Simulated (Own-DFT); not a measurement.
# Biaxial strain at fixed height in wurtzite AlN, 72 atoms (Al36N36)

Calculated, not measured: single-point runs of Own-DFT, a retired in-house plane-wave DFT program that no person has reviewed, on unrelaxed cells, without spin or spin-orbit coupling.

All runs used: PBE; PseudoDojo norm-conserving scalar-relativistic files; cutoff 42 hartree; 3 x 3 x 2 k mesh centred on Gamma; Fermi-Dirac smearing of 0.1 eV.

Keep in mind: forces on such cells moved up to 12 meV/angstrom on a denser k mesh; stress not checked against mesh or cutoff.

Unstrained cell vectors in Å: (9.336, 0.000, 0.000); (-4.668, 8.085, 0.000); (0.000, 0.000, 9.964). The unstrained cell has measured lattice constants (interpolated for alloys), not those of this functional. That, the random moves and any unrelaxed bonds set the pressure at no strain. Each run strains x and y alike by e, as a substrate would, and holds the height along z. Each atom got a random Gaussian move of width 0.05 Å along each axis. Stress is positive in tension.

| e (%) | u (Å) | (s_xx + s_yy)/2 (GPa) | s_zz (GPa) |
|---|---|---|---|
| -2.25 | 0.052 | -21.29 | -7.68 |
| -2.00 | 0.052 | -19.11 | -7.88 |
| -1.75 | 0.048 | -17.32 | -6.68 |
| -1.25 | 0.048 | ? | ? |
| -1.00 | 0.052 | -11.32 | -8.02 |
| -0.75 | 0.045 | -9.32 | -7.51 |
| -0.50 | 0.046 | -7.53 | -7.68 |
| 1.25 | 0.050 | 1.14 | -3.20 |
| 2.00 | 0.046 | 5.37 | -3.95 |
| 3.00 | 0.048 | 9.46 | -1.28 |

## Worked fit

With e as a fraction, the in-plane stress is -4.9 + 612 e - 4860 e² GPa (errors 10 and 691, scatter 0.49), and s_zz is -5.7 + 123 e GPa (slope ± 20, scatter 1.06). At e = 0 the first slope is C11 + C12 and the second 2 C13, both with the ions held to the strained lattice and at the cell's own pressure. The term in e² is negative: the layer stiffens under compression and softens under tension. A free layer would change its height as e changes, and the in-plane slope would drop by 2 C13²/C33 to the biaxial modulus. At fixed height, a misfit of 1 % moves the in-plane stress by about 6.1 GPa and s_zz by 1.2 GPa.

## Withheld run

Question: what are the two stresses at e = -1.25 %?

From the fit: -13.3 and -7.3 GPa. The calculation gave -13.27 and -6.51 GPa.
